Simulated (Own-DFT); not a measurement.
# What a defect does to the pressure of its cell: monoclinic HfO2

Everything here is calculated. The program is Own-DFT (plane waves, in-house, since retired, never reviewed by a person); positions were held fixed, and spin and spin-orbit coupling were off.

Method: PBE; PseudoDojo norm-conserving scalar-relativistic files; cutoff 72 hartree; 2 x 2 x 2 k mesh centred on Gamma; Fermi-Dirac smearing of 0.1 eV.

Limits (not all hold for every row): a neutral cation vacancy leaves holes that likely carry spin, which these runs leave out; not probed for a lower state with spin; hafnium file: forces about 75 meV/angstrom off all-electron values; oxygen file: force components 24 meV/angstrom off all-electron in a glass; forces on such cells passed a denser k mesh, each cell not checked; stress not checked against mesh or cutoff.

All runs share one cell, with vectors in Å (10.234, 0.000, 0.000); (0.000, 10.350, 0.000); (-1.696, 0.000, 10.445) and a volume of 1106.4 Å³. u is the rms random offset of the atoms per axis. The defect's site can differ from row to row.

```
cell,formula,u (Å),P (GPa)
no defect,Hf32O64,0.0206,3.88
no defect,Hf32O64,0.0217,4.15
no defect,Hf32O64,0.0512,5.55
one Hf vacancy,Hf31O64,0.0296,3.52
one Hf vacancy,Hf31O64,0.0462,4.74
one Hf vacancy,Hf31O64,0.0516,4.84
one Si on a Hf site,Hf31O64Si,0.0283,2.55
one Si on a Hf site,Hf31O64Si,0.0465,4.05
one Si on a Hf site,Hf31O64Si,0.0498,4.61
two Al on a Hf site each and one O vacancy,Al2Hf30O63,0.0298,1.87
two Al on a Hf site each and one O vacancy,Al2Hf30O63,0.0309,1.58
two Al on a Hf site each and one O vacancy,Al2Hf30O63,0.0495,2.74
two Al on a Hf site each and one O vacancy,Al2Hf30O63,0.0506,?
one O vacancy,Hf32O63,0.0282,4.16
one O vacancy,Hf32O63,0.0313,4.30
one O vacancy,Hf32O63,0.0503,5.90
```

## What the rows give

P = P0 + c u² + a shift for each defect gives P0 = 3.53 GPa, c = 848 ± 76 GPa/Å² and a scatter of 0.24 GPa. The shifts, and each times the cell's volume:

- one O vacancy: 0.04 ± 0.20 GPa, 0.2 eV (not resolved)
- one Hf vacancy: -0.77 ± 0.20 GPa, -5.3 eV
- one Si on a Hf site: -1.34 ± 0.20 GPa, -9.2 eV
- two Al on a Hf site each and one O vacancy: -2.68 ± 0.20 GPa, -18.5 eV

A positive shift means that the defect pushes the cell outwards. Shift times volume (160.2 GPa Å³ is 1 eV) depends little on the cell's size, so, taken for each site, it can be compared between cells at like pressure. The atoms around the defects weren't relaxed, which would change these numbers.

## Prediction

The question: what pressure belongs in the blank (two Al on a Hf site each and one O vacancy, u = 0.0506 Å)?

Estimate: 3.02 ± 0.29 GPa. The hidden result is 3.07 GPa.
